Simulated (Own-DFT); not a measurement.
# Strain and stress in wurtzite GaN, 72 atoms (Ga36N36)

Calculated results; nothing here was measured. They come from Own-DFT, an in-house plane-wave density functional program, since retired, whose code no person has reviewed. Each row is one single-point run on a periodic cell that was not relaxed, without spin or spin-orbit coupling.

Settings of every run: PBE; PseudoDojo norm-conserving scalar-relativistic files (stringent for Ga); cutoff 96 hartree; 4 x 4 x 3 k mesh centred on Gamma; Gaussian smearing of 0.01 eV.

Known limits: forces not confirmed at this smearing and k mesh; stress not checked against mesh or cutoff.

Unstrained cell vectors in Å: (9.567, 0.000, 0.000); (-4.784, 8.285, 0.000); (0.000, 0.000, 10.370). The unstrained cell has measured lattice constants (interpolated for alloys), not those of this functional. That, the random moves and any unrelaxed bonds set the pressure at no strain. Each run strains this cell uniformly, with the atoms carried along. Every atom was also moved at random, by a Gaussian of width 0.05 Å on each axis. Strain is the symmetric tensor, in per cent. Stress is positive in tension, and the pressure is minus a third of its trace.

```
run,e_xx (%),e_yy (%),e_zz (%),e_yz (%),e_xz (%),e_xy (%),s_xx (GPa),s_yy (GPa),s_zz (GPa),s_yz (GPa),s_xz (GPa),s_xy (GPa),P (GPa),E (meV/atom)
1,1.46,1.66,1.45,-0.62,0.38,0.79,0.65,2.11,0.93,-1.35,0.17,1.55,-1.23,0.0
2,-1.29,-1.48,0.82,1.01,-0.68,-1.64,-14.32,-14.67,-5.17,1.84,-1.40,-5.55,11.39,25.7
3,1.45,1.14,0.41,1.43,-1.65,0.61,-0.34,-1.44,-4.01,3.39,-2.97,2.17,1.93,16.9
4,0.04,-1.99,-1.31,1.69,0.78,0.41,-10.28,-16.01,-15.97,3.20,2.42,0.65,14.09,36.4
5,-1.36,0.41,-1.24,1.40,-0.84,1.98,-13.85,-7.89,-15.23,3.62,-2.23,6.23,12.32,45.7
6,-0.91,1.80,-0.56,-0.96,1.31,1.07,-7.16,-2.01,-9.19,-1.53,2.65,3.19,6.12,6.7
7,-1.27,0.89,-0.03,-1.76,-0.87,1.16,-10.27,-4.41,-9.24,-3.54,-2.06,3.27,7.97,12.3
8,-1.70,1.47,-0.15,1.92,-1.70,-1.77,-11.35,-2.97,-9.33,3.24,-3.76,-4.98,7.88,25.1
9,-0.43,-0.85,1.14,-0.20,-1.03,-0.97,-8.84,-10.43,-3.77,-1.31,-2.71,-4.67,7.68,16.1
10,1.54,1.85,-1.14,1.08,-0.44,0.58,0.51,1.48,-12.22,2.34,-0.69,2.26,3.41,23.3
11,-1.52,-0.74,-1.25,1.48,-0.90,-1.82,-16.46,-12.35,-15.22,3.58,-1.16,-5.35,14.68,37.8
12,0.96,-0.22,1.11,1.73,1.82,0.26,-1.08,-7.24,-3.13,4.39,3.78,0.71,3.82,12.8
13,1.26,-1.64,1.88,-1.37,0.37,-1.27,-0.90,-13.39,0.10,-2.86,0.36,-3.82,4.73,17.0
14,-0.88,-0.85,1.99,1.96,-0.26,-0.85,-7.78,-11.86,-1.05,4.15,-0.23,-1.98,6.90,20.3
15,-0.69,0.12,-0.27,1.48,-0.06,0.62,?,?,?,?,?,?,?,?
```

E is the free energy for each atom above the lowest run shown.

## Worked fit

Each stress component was fitted by least squares to a constant and the strains of the runs shown, as fractions, with shears doubled. Shear strains stay in the fit of a normal stress only where such slopes are resolved. The slopes, in GPa:

```
stress  at no strain  per e_xx  per e_yy  per e_zz  scatter
  s_xx          -6.9  385 ± 31  127 ± 27  123 ± 33     1.29
  s_yy          -7.5   98 ± 14  421 ± 13   30 ± 15     0.61
  s_zz          -8.3   60 ± 18   70 ± 16  470 ± 19     0.75
```

Each shear stress against twice its own strain: yz 108 ± 6, xz 106 ± 6, xy 149 ± 11 GPa. These are stiffnesses along x, y and z of the frame in which the cell vectors are given, which need not be the crystal's axes. The atoms are held to the strained lattice; where symmetry lets them move under strain, relaxing them would lower some slopes. The table should be nearly symmetric about its diagonal, and what it lacks of that shows the noise. A ninth of its sum, 198 ± 4 GPa, estimates the bulk modulus near the mean pressure of these runs, 7.3 GPa, so it lies above the value at zero pressure.

## Withheld run

Question: what normal stresses and pressure should run 15 give?

The fit gives s_xx = -9.7, s_yy = -7.8, s_zz = -9.9 and P = 9.1 GPa. The calculation gave -11.38, -6.33, -8.87 and P = 8.86 GPa.
